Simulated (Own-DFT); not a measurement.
Simulation results for AlN (wurtzite, strained, atoms displaced)

A calculation, not a measurement: plane-wave PBE density functional theory by an unreviewed code, no spin, of a simulated periodic cell, stress positive in tension, free energy of the whole cell less one offset for each atom, forces on such cells passed a denser k mesh, this cell's mesh not checked; offsets are fitted by least squares, one for each functional and potential file, so energies compare only between cells with the same atoms and settings and are not formation energies; the far tail of each file's local potential was reset to the Coulomb form; each entry is a single point on an unrelaxed cell, so the pressure reflects the starting lattice, mostly measured values (interpolated for alloys), from which strain is counted, and rises with the displacements; printed positions are rounded, which can move forces by about a meV/angstrom; the program, named Own-DFT, is a retired in-house code; no spin-orbit coupling. Program: Own-DFT development build.

Common to all runs: functional PBE; potential files PseudoDojo norm-conserving, scalar-relativistic, standard set; wave cutoff 42 hartree; occupations Fermi-Dirac; smearing width 0.1 eV; hardware one NVIDIA H100; k mesh 2 x 2 x 2 centred on Gamma.

(1) AlN (wurtzite, strained, atoms displaced)

```
AlN
1.0
     12.4966    -0.1983     0.1180
     -6.4201    11.0874    -0.0648
      0.0945    -0.0054     9.9365
Al N Al N Al N Al N Al N Al N Al N Al N Al N Al N Al N Al N Al N Al N Al N Al N Al N Al N Al N Al N Al N Al N Al N Al N Al N Al N Al N Al N Al N Al N Al N Al N
2 2 2 2 2 2 2 2 2 2 2 2 2 2 2 2 2 2 2 2 2 2 2 2 2 2 2 2 2 2 2 2 2 2 2 2 2 2 2 2 2 2 2 2 2 2 2 2 2 2 2 2 2 2 2 2 2 2 2 2 2 2 2 2
Direct
  0.08243 0.16316 0.99912
  0.17838 0.08436 0.24367
  0.07969 0.16623 0.19435
  0.17569 0.08690 0.43262
  0.07979 0.16489 0.49942
  0.16230 0.07333 0.75320
  0.07478 0.16058 0.68501
  0.16798 0.08003 0.93686
  0.07993 0.40855 0.00341
  0.17275 0.34308 0.25568
  0.08510 0.42055 0.18932
  0.16633 0.33328 0.44332
  0.08265 0.41569 0.50553
  0.17002 0.33072 0.75071
  0.08305 0.41555 0.69306
  0.16554 0.33236 0.94045
  0.08017 0.66455 0.00104
  0.16760 0.58294 0.24908
  0.07953 0.66110 0.20142
  0.17183 0.58638 0.44525
  0.08197 0.66461 0.49846
  0.17248 0.58703 0.74693
  0.07689 0.66596 0.68899
  0.17043 0.58962 0.93325
  0.08849 0.92159 0.00559
  0.16406 0.82809 0.24647
  0.08745 0.91885 0.19304
  0.17058 0.83821 0.44484
  0.08305 0.91482 0.49549
  0.16435 0.82293 0.74269
  0.07960 0.91017 0.69504
  0.17324 0.83565 0.94332
  0.33414 0.16418 0.00177
  0.42028 0.08979 0.24114
  0.33505 0.16534 0.18822
  0.41783 0.08254 0.43558
  0.33541 0.16650 0.49980
  0.40968 0.08355 0.75295
  0.33126 0.15825 0.68346
  0.41932 0.09126 0.93658
  0.33668 0.41901 0.00063
  0.41818 0.33243 0.25237
  0.33069 0.41364 0.19181
  0.41277 0.32841 0.43832
  0.34223 0.41749 0.50438
  0.41437 0.33213 0.75148
  0.33155 0.41217 0.69788
  0.40600 0.32432 0.94574
  0.32666 0.65553 0.00316
  0.41764 0.58207 0.25425
  0.33159 0.65782 0.19726
  0.41891 0.58102 0.44194
  0.32286 0.67030 0.49858
  0.40866 0.58180 0.74738
  0.33524 0.67339 0.69652
  0.42074 0.58147 0.93525
  0.33872 0.91914 0.00145
  0.41512 0.83010 0.24990
  0.33730 0.91876 0.18711
  0.42233 0.83647 0.45466
  0.32163 0.90875 0.49854
  0.41605 0.82820 0.74537
  0.32351 0.91020 0.69170
  0.41227 0.83108 0.93710
  0.57989 0.15948 0.99573
  0.67136 0.08809 0.24475
  0.58386 0.16682 0.18964
  0.66909 0.08647 0.44298
  0.58921 0.17535 0.50425
  0.66619 0.08181 0.74322
  0.57985 0.16615 0.68646
  0.65566 0.07357 0.94688
  0.58336 0.41489 0.00334
  0.66527 0.33432 0.25362
  0.58295 0.41812 0.19733
  0.66199 0.32586 0.43878
  0.58869 0.41788 0.49932
  0.67089 0.33510 0.74668
  0.58673 0.42453 0.69517
  0.67364 0.33754 0.94597
  0.58539 0.66538 0.00547
  0.65794 0.58195 0.23882
  0.58287 0.67092 0.20046
  0.66777 0.58521 0.43935
  0.59149 0.66676 0.49355
  0.66546 0.58275 0.74761
  0.57988 0.67258 0.69614
  0.66021 0.57976 0.94472
  0.58191 0.92282 0.00177
  0.66308 0.82590 0.24352
  0.58167 0.91237 0.18879
  0.66631 0.83554 0.43578
  0.58495 0.91307 0.49413
  0.66559 0.83030 0.75259
  0.57627 0.91952 0.69489
  0.66495 0.83149 0.93704
  0.83256 0.16968 0.99617
  0.91806 0.08419 0.26084
  0.83208 0.16433 0.20198
  0.92025 0.09049 0.44208
  0.83598 0.16900 0.49891
  0.91906 0.08628 0.75295
  0.83029 0.16715 0.67741
  0.92104 0.08619 0.93682
  0.83227 0.41628 0.99981
  0.92514 0.33759 0.25616
  0.82956 0.40724 0.18259
  0.92001 0.33540 0.44028
  0.83368 0.41368 0.49468
  0.91854 0.32926 0.75379
  0.83906 0.42130 0.68552
  0.92156 0.33934 0.93391
  0.82922 0.66558 0.00114
  0.91597 0.58398 0.25411
  0.83352 0.67024 0.18867
  0.91990 0.58235 0.44440
  0.82686 0.65736 0.49549
  0.91487 0.58409 0.75658
  0.83502 0.66083 0.69368
  0.92024 0.58794 0.94105
  0.83882 0.92180 0.00183
  0.92254 0.83550 0.25276
  0.83222 0.91725 0.19132
  0.91394 0.83094 0.44137
  0.83266 0.91356 0.50059
  0.90672 0.83174 0.75096
  0.82479 0.90642 0.68998
  0.91739 0.83777 0.93816
```

* free energy of cell above offsets: -53.271 eV
* pressure: 1.65 GPa
* stress xx: -3.28 GPa
* stress yy: 3.2 GPa
* stress zz: -4.88 GPa
* stress yz: -0.2 GPa
* stress xz: 2.47 GPa
* stress xy: -6.39 GPa
* wall time: 413.4 s

Force:
```tsv
element	x (eV/Å)	y (eV/Å)	z (eV/Å)
Al	0.632	0.972	0.854
Al	-3.239	-0.247	1.363
N	1.627	0.626	-0.672
N	-1.756	-0.982	0.908
Al	1.84	0.55	-0.881
Al	-0.267	0.256	-1.721
N	2.21	0.969	1.144
N	-0.556	0.638	1.47
Al	0.443	1.652	-1.249
Al	-0.871	-2.21	-0.292
N	0.804	-0.034	0.484
N	0.208	0.516	0.583
Al	0.807	0.277	-0.239
Al	-1.924	-0.774	-0.21
N	1.117	0.435	0.142
N	0.299	-0.351	0.365
Al	1.321	1.299	-0.104
Al	-0.612	-0.28	0.723
N	0.832	0.699	-1.204
N	-2.939	-1.885	-1.161
Al	0.324	0.781	0.567
Al	-2.054	-0.861	0.148
N	1.706	-1.123	-0.272
N	-0.82	-1.823	1.715
Al	0.187	-1.632	-1.698
Al	0.525	1.174	0.268
N	0.479	-0.375	0.109
N	-2.431	-2.968	-2.079
Al	-0.132	1.064	1.097
Al	-1.861	1.359	1.887
N	-0.309	0.137	-0.977
N	-1.4	-0.641	0.305
Al	-0.577	0.294	-0.666
Al	0.312	-1.722	1.948
N	1.233	1.511	-0.523
N	-0.158	0.162	0.328
Al	0.709	-0.88	-0.94
Al	1.238	-1.38	-1.637
N	-1.153	1.754	1.616
N	0.096	-1.358	1.009
Al	-0.489	-0.636	-0.255
Al	-1.345	-0.515	-0.548
N	1.672	1.212	-0.169
N	1.094	1.016	1.023
Al	-1.534	-0.137	-0.49
Al	0.49	-0.807	0.175
N	0.881	0.949	-1.058
N	1.273	1.327	-0.423
Al	0.935	2.04	-0.705
Al	-0.74	-0.813	0.313
N	0.063	1.22	-0.677
N	-0.416	0.202	0.769
Al	4.639	1.082	1.342
Al	1.082	0.5	-0.135
N	0.604	-2.39	-1.884
N	-1.008	-0.198	1.528
Al	-0.257	-0.625	-1.333
Al	0.021	0.556	0.374
N	-0.172	-0.447	1.097
N	-2.304	-1.375	-2.326
Al	3.714	3.394	1.202
Al	-1.778	2.109	1.201
N	1.961	1.285	-0.417
N	0.737	-0.281	1.123
Al	0.034	2.014	0.678
Al	-1.745	-1.588	1.59
N	0.532	0.742	-0.716
N	-0.185	-0.285	-0.472
Al	-0.356	-3.8	-1.283
Al	-1.2	-0.23	0.089
N	0.446	0.756	2.015
N	1.475	3.429	-1.745
Al	-0.246	-0.576	-0.65
Al	0.501	-0.928	-1.518
N	0.501	-0.165	-0.734
N	0.166	2.926	0.343
Al	-1.063	-0.328	0.086
Al	-0.403	-0.101	0.574
N	0.205	-2.011	-0.866
N	-1.751	-1.357	-1.306
Al	-1.078	1.13	-1.263
Al	1.563	0.696	1.408
N	0.503	-2.325	-1.873
N	0.159	-1.645	-0.87
Al	-2.403	1.071	1.372
Al	-0.786	1.323	0.682
N	1.339	-1.913	-1.511
N	0.748	-0.158	0.249
Al	0.529	-3.947	-0.401
Al	-0.333	3.344	0.884
N	0.159	0.577	0.697
N	1.082	-0.965	0.182
Al	-0.107	2.024	1.381
Al	-2.007	0.639	-0.134
N	2.801	-0.105	-1.102
N	0.271	0.465	2.037
Al	0.305	-0.495	1.145
Al	-0.528	-0.552	-1.862
N	1.776	1.712	-2.081
N	-0.35	-1.903	1.028
Al	-0.547	-0.278	-1.829
Al	-1.47	-1.413	-1.447
N	1.056	0.158	3.745
N	-1.431	-0.106	0.703
Al	1.146	0.946	-0.502
Al	-1.634	-1.347	-1.195
N	0.425	1.567	2.422
N	-0.228	0.131	0.465
Al	0.18	0.405	0.775
Al	-1.012	0.725	-2.238
N	-0.013	-0.922	0.712
N	-0.844	-1.547	1.846
Al	0.717	0.963	-0.835
Al	-0.913	-1.124	-0.768
N	0.321	-0.664	0.879
N	-1.509	-0.752	-1.062
Al	1.461	1.759	1.236
Al	0.442	-0.563	-1.239
N	-1.615	0.847	-0.574
N	-1.142	-1.067	1.005
Al	-0.903	-0.774	-0.33
Al	-1.68	0.014	-0.648
N	1.027	0.115	0.411
N	0.376	-0.463	0.091
Al	-0.521	0.747	-0.41
Al	2.008	-0.591	-0.369
N	0.548	2.175	-0.329
N	0.185	-0.679	1.197
```

(2) AlN (wurtzite, strained, atoms displaced)

```
AlN
1.0
     12.3130    -0.1057    -0.0783
     -6.2481    10.9119     0.0394
     -0.0627     0.0002    10.0117
Al N Al N Al N Al N Al N Al N Al N Al N Al N Al N Al N Al N Al N Al N Al N Al N Al N Al N Al N Al N Al N Al N Al N Al N Al N Al N Al N Al N Al N Al N Al N Al N
2 2 2 2 2 2 2 2 2 2 2 2 2 2 2 2 2 2 2 2 2 2 2 2 2 2 2 2 2 2 2 2 2 2 2 2 2 2 2 2 2 2 2 2 2 2 2 2 2 2 2 2 2 2 2 2 2 2 2 2 2 2 2 2
Direct
  0.08949 0.17807 0.00219
  0.16947 0.09353 0.24929
  0.08342 0.16107 0.18218
  0.16968 0.08836 0.44528
  0.07824 0.16446 0.50315
  0.16298 0.08584 0.74885
  0.08463 0.16554 0.69731
  0.17184 0.08852 0.94210
  0.08911 0.42222 0.99929
  0.16302 0.33278 0.24516
  0.08172 0.41425 0.18811
  0.16604 0.33239 0.44829
  0.08401 0.41071 0.49933
  0.17042 0.33106 0.75551
  0.07328 0.41322 0.69426
  0.17248 0.33358 0.92758
  0.09082 0.66919 0.00489
  0.16549 0.58043 0.25490
  0.07657 0.66800 0.20084
  0.17104 0.58368 0.44000
  0.08425 0.67197 0.49787
  0.16181 0.58240 0.74508
  0.08585 0.66881 0.70062
  0.16520 0.57871 0.93927
  0.08404 0.91384 0.00131
  0.16981 0.82931 0.25406
  0.07279 0.90956 0.18611
  0.17334 0.83816 0.43760
  0.08809 0.91458 0.49833
  0.16436 0.82857 0.74756
  0.08273 0.91809 0.69696
  0.16384 0.83010 0.94554
  0.33311 0.16554 0.99974
  0.41297 0.07898 0.24684
  0.33336 0.17200 0.18192
  0.41939 0.08860 0.44733
  0.33544 0.16462 0.50710
  0.42147 0.08349 0.74847
  0.34948 0.18399 0.69704
  0.41637 0.08395 0.93952
  0.33784 0.41298 0.00625
  0.42061 0.33592 0.25320
  0.33492 0.41870 0.18593
  0.41333 0.32946 0.43673
  0.33452 0.41934 0.49748
  0.41209 0.33007 0.74990
  0.33708 0.41193 0.69474
  0.41635 0.32751 0.93302
  0.33860 0.66963 0.00415
  0.41522 0.58482 0.25276
  0.33130 0.65679 0.19102
  0.41535 0.58283 0.43430
  0.33290 0.66517 0.50070
  0.42012 0.58807 0.75089
  0.34395 0.67179 0.69846
  0.41680 0.57757 0.94096
  0.33297 0.91141 0.99414
  0.40955 0.83034 0.25044
  0.33672 0.91410 0.19627
  0.41646 0.83139 0.43580
  0.33243 0.92155 0.49253
  0.42012 0.84006 0.73668
  0.32635 0.91117 0.68430
  0.41206 0.83525 0.93961
  0.58116 0.16631 0.00604
  0.66220 0.08614 0.25219
  0.58124 0.16718 0.19277
  0.66697 0.07714 0.43369
  0.57763 0.16605 0.50578
  0.66873 0.08165 0.74770
  0.58059 0.17062 0.69331
  0.66187 0.08128 0.94290
  0.58491 0.42542 0.00303
  0.66680 0.33325 0.25300
  0.58655 0.41293 0.18797
  0.66685 0.34110 0.43975
  0.57638 0.40704 0.49905
  0.66521 0.33108 0.74682
  0.57580 0.41345 0.69563
  0.66125 0.32546 0.94238
  0.58421 0.66763 0.99004
  0.66898 0.57836 0.25621
  0.58722 0.66996 0.19453
  0.66210 0.58202 0.43887
  0.57872 0.66496 0.50597
  0.66704 0.58322 0.75120
  0.57507 0.66158 0.68594
  0.66382 0.58170 0.94155
  0.58222 0.91834 0.00315
  0.66276 0.83091 0.23688
  0.57277 0.91604 0.18373
  0.66920 0.83632 0.44718
  0.57632 0.91894 0.49894
  0.66990 0.83681 0.75522
  0.58777 0.90941 0.68315
  0.67274 0.83537 0.93985
  0.84036 0.17104 0.99297
  0.91197 0.07791 0.24701
  0.82499 0.16442 0.18698
  0.91641 0.08386 0.44401
  0.83502 0.16978 0.49960
  0.91455 0.08533 0.74894
  0.84190 0.16549 0.69283
  0.91227 0.08146 0.94236
  0.83001 0.40949 0.00178
  0.91771 0.32782 0.25095
  0.83556 0.41545 0.19593
  0.91176 0.32344 0.45093
  0.83656 0.42637 0.50184
  0.92773 0.34190 0.74574
  0.83549 0.41585 0.68655
  0.92171 0.33551 0.94204
  0.83558 0.66298 0.00202
  0.91540 0.58363 0.25664
  0.84041 0.66657 0.18746
  0.91883 0.58524 0.44683
  0.82973 0.66287 0.49926
  0.91432 0.58499 0.74010
  0.82929 0.66642 0.69181
  0.92489 0.58572 0.94430
  0.82615 0.91432 0.99993
  0.91969 0.83822 0.24491
  0.83157 0.91766 0.18985
  0.91255 0.83032 0.44431
  0.83008 0.91227 0.48866
  0.91474 0.83615 0.74977
  0.83320 0.91850 0.69791
  0.91395 0.83541 0.93117
```

* free energy of cell above offsets: -52.467 eV
* pressure: 5.81 GPa
* stress xx: -10.35 GPa
* stress yy: -3.46 GPa
* stress zz: -3.63 GPa
* stress yz: 0.64 GPa
* stress xz: -1.59 GPa
* stress xy: -2.99 GPa
* wall time: 408.2 s

Force:
```tsv
element	x (eV/Å)	y (eV/Å)	z (eV/Å)
Al	0.19	-2.431	-2.001
Al	1.3	-2.115	0.308
N	-2.002	1.922	1.708
N	-0.116	-1.154	-0.647
Al	1.176	0.423	0.715
Al	2.263	-0.404	1.262
N	-1.304	0.828	-1.383
N	-1.392	-1.302	-0.384
Al	0.264	-1.216	-0.49
Al	1.216	-0.512	0.922
N	0.197	0.473	0.503
N	0.168	-0.548	-1.737
Al	-1.181	0.858	0.966
Al	-0.446	0.389	-3.068
N	6.052	3.138	-2.368
N	-0.982	0.86	4.452
Al	-0.797	-0.964	-0.022
Al	-0.509	0.025	-0.936
N	2.864	-0.453	-0.682
N	-1.676	-0.711	0.905
Al	1.539	-0.307	0.725
Al	1.926	-0.274	1.217
N	-0.758	-0.419	-2.722
N	0.445	1.789	0.189
Al	-1.181	1.031	-0.934
Al	-1.797	0.963	-1.442
N	3.284	2.256	0.861
N	-1.396	-1.272	0.365
Al	-1.938	1.027	0.69
Al	-0.911	1.432	1.582
N	1.067	-0.217	-1.458
N	0.66	0.288	-0.773
Al	0.634	0.608	-1.139
Al	-0.453	1.279	0.166
N	0.858	-0.711	2.109
N	-0.795	-1.512	-1.672
Al	-1.092	1.438	0.313
Al	-2.291	-0.284	1.102
N	-0.622	-6.343	-2.185
N	0.125	-1.386	0.213
Al	0.099	0.114	-2.393
Al	-0.372	-0.481	-1.103
N	-0.132	-0.447	1.881
N	-0.431	0.02	0.403
Al	0.726	-0.614	1.086
Al	0.859	2.907	1.586
N	-2.293	2.046	-1.636
N	-0.265	1.25	2.305
Al	-0.153	-0.95	-1.361
Al	1.949	-0.599	-1.002
N	-1.813	2	-0.135
N	-0.451	-0.241	1.464
Al	1.052	0.647	0.627
Al	-0.233	-2.503	0.872
N	-2.48	-0.456	-1.774
N	-0.673	0.931	0.104
Al	-1.292	1.976	0.936
Al	2.084	-1.074	-0.167
N	-1.979	0.567	-1.078
N	-1.619	-0.2	0.833
Al	1.998	-0.136	1.03
Al	0.3	-1.132	1.737
N	0.842	1.645	-0.241
N	2.036	-1.144	-0.983
Al	0.241	-0.313	-0.799
Al	0.583	-1.113	-1.121
N	-0.439	0.158	0.486
N	-1.556	1.497	1.876
Al	2.494	1.312	-0.73
Al	0.105	0.23	0.608
N	2.48	-1.192	-1.176
N	0.658	0.385	-0.946
Al	0.499	-2.778	-1.075
Al	0.559	-0.362	-0.448
N	-0.932	1.115	0.686
N	1.236	-1.659	0.415
Al	-0.69	2.196	1.339
Al	-0.501	1.199	1.283
N	1.993	1.038	-1.23
N	0.151	1.654	-0.335
Al	0.195	-0.092	1.809
Al	-0.637	1.076	-1.416
N	-0.005	-1.565	-1.299
N	0.328	-0.82	0.998
Al	0.818	1.081	-1.811
Al	-1.16	-0.993	-0.315
N	2.156	1.428	1.668
N	0.716	1.054	-0.428
Al	-0.089	0.052	-1.25
Al	-0.641	0.845	2.276
N	1.372	-0.025	1.408
N	-2.288	-1.449	-1.771
Al	2.997	-0.725	-0.628
Al	0.609	-1.245	-1.332
N	-2.247	2.169	0.881
N	-3.425	-1.384	0.041
Al	-1.452	-0.688	0.727
Al	-0.452	1.256	0.246
N	1.585	0.215	0.196
N	-0.266	-0.576	-1.348
Al	0.084	-2.782	0.944
Al	2.178	-1.653	1.261
N	-3.312	1.65	-0.85
N	0.995	0.486	-0.069
Al	0.218	1.279	-0.075
Al	-1.277	-0.118	0.363
N	0.028	0.138	0.176
N	-0.304	3.496	-2.034
Al	0.555	-2.563	-0.292
Al	-4.766	-3.739	2.266
N	-0.657	0.517	0.611
N	-0.37	-0.075	-0.645
Al	0.124	0.941	-0.972
Al	-0.116	-0.939	-0.799
N	-1.659	0.126	1.169
N	-0.375	0.555	-0.469
Al	-0.872	0.854	0.431
Al	0.318	-0.558	2.284
N	0.714	0.395	-0.781
N	-1.207	-1.226	-0.888
Al	3.323	1.73	-0.004
Al	-1.582	-2.049	1.208
N	0.131	-0.488	-0.202
N	1.49	-0.046	-1.022
Al	0.43	1.36	2.285
Al	0.065	-0.277	-0.411
N	0.149	0.221	-1.595
N	0.351	-0.837	2.405
```

(3) AlN (wurtzite, strained, atoms displaced)

```
AlN
1.0
     12.4237    -0.0137    -0.1124
     -6.2237    10.8298     0.1522
     -0.0900     0.0887     9.9722
Al N Al N Al N Al N Al N Al N Al N Al N Al N Al N Al N Al N Al N Al N Al N Al N Al N Al N Al N Al N Al N Al N Al N Al N Al N Al N Al N Al N Al N Al N Al N Al N
2 2 2 2 2 2 2 2 2 2 2 2 2 2 2 2 2 2 2 2 2 2 2 2 2 2 2 2 2 2 2 2 2 2 2 2 2 2 2 2 2 2 2 2 2 2 2 2 2 2 2 2 2 2 2 2 2 2 2 2 2 2 2 2
Direct
  0.08841 0.17273 0.00150
  0.16953 0.09444 0.24735
  0.08160 0.17180 0.19531
  0.16438 0.08370 0.44205
  0.08725 0.16839 0.49778
  0.17497 0.08712 0.74690
  0.08387 0.17699 0.69715
  0.17377 0.08843 0.94631
  0.08598 0.42303 0.00581
  0.16850 0.33190 0.25981
  0.07945 0.42087 0.19166
  0.16023 0.33311 0.44543
  0.08716 0.41587 0.49826
  0.16838 0.32814 0.75789
  0.08766 0.42355 0.68882
  0.17109 0.33629 0.94286
  0.08013 0.66265 0.99830
  0.17179 0.58693 0.25895
  0.08267 0.66781 0.19169
  0.16658 0.58210 0.44331
  0.08963 0.67458 0.50359
  0.17135 0.57878 0.74348
  0.08607 0.67249 0.69035
  0.16049 0.58190 0.93616
  0.08414 0.91675 0.99941
  0.16655 0.83088 0.25445
  0.07544 0.91355 0.19205
  0.16242 0.82965 0.43001
  0.08030 0.91526 0.49560
  0.17200 0.83658 0.74987
  0.08636 0.92165 0.69193
  0.17051 0.83461 0.95201
  0.33554 0.16105 0.01392
  0.41647 0.08074 0.24747
  0.33521 0.17016 0.19326
  0.42026 0.08460 0.44446
  0.33745 0.17434 0.50530
  0.42710 0.09388 0.75413
  0.33128 0.16437 0.69332
  0.41811 0.08789 0.94634
  0.32997 0.41276 0.00073
  0.41853 0.33101 0.24583
  0.33330 0.42025 0.19291
  0.42396 0.34072 0.44275
  0.33879 0.42131 0.48625
  0.42087 0.33558 0.75422
  0.33123 0.41494 0.68946
  0.40790 0.32564 0.93944
  0.33772 0.67596 0.99166
  0.41226 0.57915 0.24203
  0.33137 0.66217 0.19850
  0.40612 0.57838 0.44070
  0.33799 0.66545 0.50149
  0.41559 0.59006 0.75844
  0.33657 0.66103 0.69479
  0.42126 0.58349 0.94181
  0.33347 0.91679 0.00122
  0.41551 0.82169 0.24852
  0.34061 0.91971 0.19063
  0.42847 0.83745 0.42982
  0.33412 0.91431 0.49980
  0.42284 0.83130 0.74711
  0.32516 0.91504 0.68308
  0.41947 0.84274 0.94064
  0.58245 0.17111 0.00225
  0.66777 0.08207 0.25396
  0.58903 0.17339 0.18628
  0.66146 0.08562 0.43818
  0.57400 0.15733 0.50928
  0.67712 0.08959 0.75539
  0.58640 0.16551 0.68691
  0.66796 0.07700 0.94369
  0.57887 0.41297 0.00043
  0.67591 0.33923 0.24391
  0.58456 0.40947 0.18051
  0.66544 0.33084 0.44207
  0.57945 0.40967 0.49844
  0.67107 0.34017 0.76365
  0.58036 0.42129 0.69123
  0.66783 0.33363 0.93967
  0.58448 0.66112 0.00301
  0.66063 0.58290 0.24728
  0.58766 0.66532 0.19628
  0.66386 0.58119 0.44007
  0.58332 0.66792 0.49995
  0.67701 0.58542 0.74691
  0.58937 0.67784 0.69088
  0.67404 0.58669 0.94051
  0.58051 0.91420 0.99446
  0.66491 0.83218 0.25598
  0.58396 0.91361 0.19526
  0.67181 0.83437 0.44525
  0.57549 0.91231 0.50145
  0.66281 0.81968 0.75226
  0.58847 0.92112 0.69261
  0.67055 0.83869 0.95444
  0.84523 0.17543 0.99265
  0.91691 0.07453 0.23360
  0.83044 0.17049 0.18718
  0.91158 0.07845 0.44360
  0.83138 0.16586 0.50555
  0.92084 0.08669 0.75202
  0.83784 0.16755 0.70079
  0.91802 0.08136 0.93999
  0.82631 0.40728 0.00045
  0.92473 0.33583 0.24914
  0.83827 0.41989 0.18764
  0.91387 0.32951 0.44388
  0.82829 0.41138 0.49607
  0.91941 0.33394 0.75465
  0.82651 0.41265 0.68854
  0.91821 0.33460 0.94079
  0.83264 0.66239 0.00284
  0.91175 0.57957 0.25589
  0.84308 0.67248 0.19249
  0.91617 0.58738 0.44183
  0.83578 0.66463 0.50829
  0.91885 0.58194 0.74912
  0.82787 0.66443 0.69840
  0.91853 0.58740 0.94153
  0.82943 0.91361 0.00699
  0.91659 0.83870 0.25422
  0.83582 0.91822 0.18524
  0.91261 0.83051 0.45027
  0.82512 0.91519 0.49451
  0.91243 0.83669 0.74738
  0.83043 0.90946 0.68811
  0.90970 0.82939 0.93568
```

* free energy of cell above offsets: -52.194 eV
* pressure: 5.4 GPa
* stress xx: -6.41 GPa
* stress yy: -4.6 GPa
* stress zz: -5.18 GPa
* stress yz: 1.55 GPa
* stress xz: -2.03 GPa
* stress xy: -1.59 GPa
* wall time: 409.8 s

Force:
```tsv
element	x (eV/Å)	y (eV/Å)	z (eV/Å)
Al	0.072	-1.296	-0.384
Al	0.329	-2.566	0.556
N	0.969	0.343	-0.922
N	1.042	0.838	-0.445
Al	-1.847	-0.871	1.136
Al	-2.33	-0.78	1.382
N	1.494	-2.587	-1.39
N	-0.648	-0.594	-0.246
Al	0.239	-0.647	-0.634
Al	-1.605	0.823	-1.152
N	2.861	0.55	0.338
N	2.618	-0.238	-1.187
Al	-2.23	0.376	1.18
Al	-0.415	2.733	-1.144
N	0.078	-2.238	0.242
N	-1.62	0.114	0.66
Al	0.022	0.988	1.068
Al	-1.972	-0.545	-1.195
N	0.738	-0.601	0.242
N	0.284	1.018	0.859
Al	-0.642	-1.922	-0.621
Al	-1.913	1.3	0.942
N	0.628	-0.619	0.257
N	1.877	0.899	-0.084
Al	-1.016	-0.319	0.094
Al	-0.499	0.325	-3.148
N	1.507	1.972	0.136
N	0.721	1.485	2.869
Al	0.282	0.206	0.76
Al	-1.8	-0.462	1.165
N	-0.103	-0.547	-0.271
N	-0.547	-0.341	-1.752
Al	-1.226	0.854	-2.362
Al	1.162	0.891	1.04
N	-0.002	-0.64	1.147
N	-2.288	-0.786	-0.942
Al	0.15	-1.444	-0.707
Al	-0.812	-1.822	-0.283
N	1.855	1.844	-0.552
N	0.592	-0.748	-0.809
Al	0.933	0.71	-0.107
Al	0.381	1.118	0.671
N	0.604	-1.868	-0.21
N	-1.731	-1.869	-1.679
Al	-0.9	-1.703	2.959
Al	-1.638	-0.207	-0.783
N	0.55	0.849	0.073
N	1.023	0.891	1.298
Al	-0.587	-1.62	1.085
Al	1.131	1.269	1.438
N	0.06	0.291	-2.35
N	2.04	1.922	-1.282
Al	-1.276	0.445	-0.216
Al	3.74	-2.91	-1.171
N	-1.993	2.6	-1.107
N	-1.148	0.194	1.132
Al	-0.078	0.827	0.53
Al	-0.168	2.592	-0.649
N	-0.584	-1.064	0.362
N	-3.292	-2.391	1.909
Al	-0.4	0.371	-1.209
Al	-1.498	1.147	0.014
N	2.993	0.85	1.097
N	-0.005	-1.704	-0.982
Al	1.795	-1.477	-0.029
Al	-0.448	0.271	-1.179
N	-0.535	-0.741	0.843
N	1.014	-0.832	1.457
Al	1.852	2	-2.121
Al	-1.179	-1.414	0.101
N	-0.12	0.992	2.777
N	-0.722	2.255	-0.354
Al	0.031	0.721	-1.57
Al	-0.363	-1.589	1.474
N	-1.338	1.408	1.73
N	-0.699	-0.394	-0.813
Al	1.962	2.077	0.776
Al	-0.652	-0.803	-3.786
N	1.516	-0.667	0.333
N	-1.079	-0.196	1.359
Al	0.565	1.584	-0.017
Al	3.62	-0.962	1.049
N	-2.744	0.569	-1.016
N	0.053	-0.115	0.278
Al	0.269	-0.725	0.017
Al	-3.875	-1.13	1.212
N	-0.481	-5.568	-1.043
N	-1.658	-1.739	-0.026
Al	1.242	1.01	1.827
Al	0.577	0.196	-0.75
N	-0.5	0.035	-0.811
N	-3.308	-1.48	-1.359
Al	3.191	2.369	0.481
Al	0.342	6.123	1.8
N	-0.09	-0.83	-0.051
N	-1.124	-2.651	-1.95
Al	-1.29	-2.703	1.443
Al	-2.346	2.566	2.428
N	1.74	-0.339	-0.183
N	0.477	1.16	-0.909
Al	0.095	-0.565	-0.679
Al	0.313	-1.998	-0.276
N	-0.283	0.808	-1.132
N	0.496	0.725	0.975
Al	1.427	2.469	0.207
Al	-2.192	-1.523	0.936
N	0.063	-0.293	0.348
N	0.511	0.841	-0.406
Al	0.533	0.822	0.674
Al	-0.071	0.827	-1.408
N	1.278	0.766	0.674
N	0.14	1.131	-0.05
Al	0.764	1.621	0.203
Al	1.067	1.324	-0.764
N	-2.138	-0.776	0.063
N	1.066	-1.138	0.853
Al	-1.348	0.028	-0.767
Al	-0.359	0.162	0.276
N	3.506	1.501	-1.715
N	-0.067	-1.98	-0.643
Al	1.578	0.449	-2.32
Al	0.662	-1.744	0.375
N	-0.751	-1.46	1.913
N	-0.15	0.365	-1.163
Al	3.056	0.957	2.199
Al	2.084	-0.791	0.618
N	-1.88	2.08	-0.042
N	0.74	0.72	0.961
```
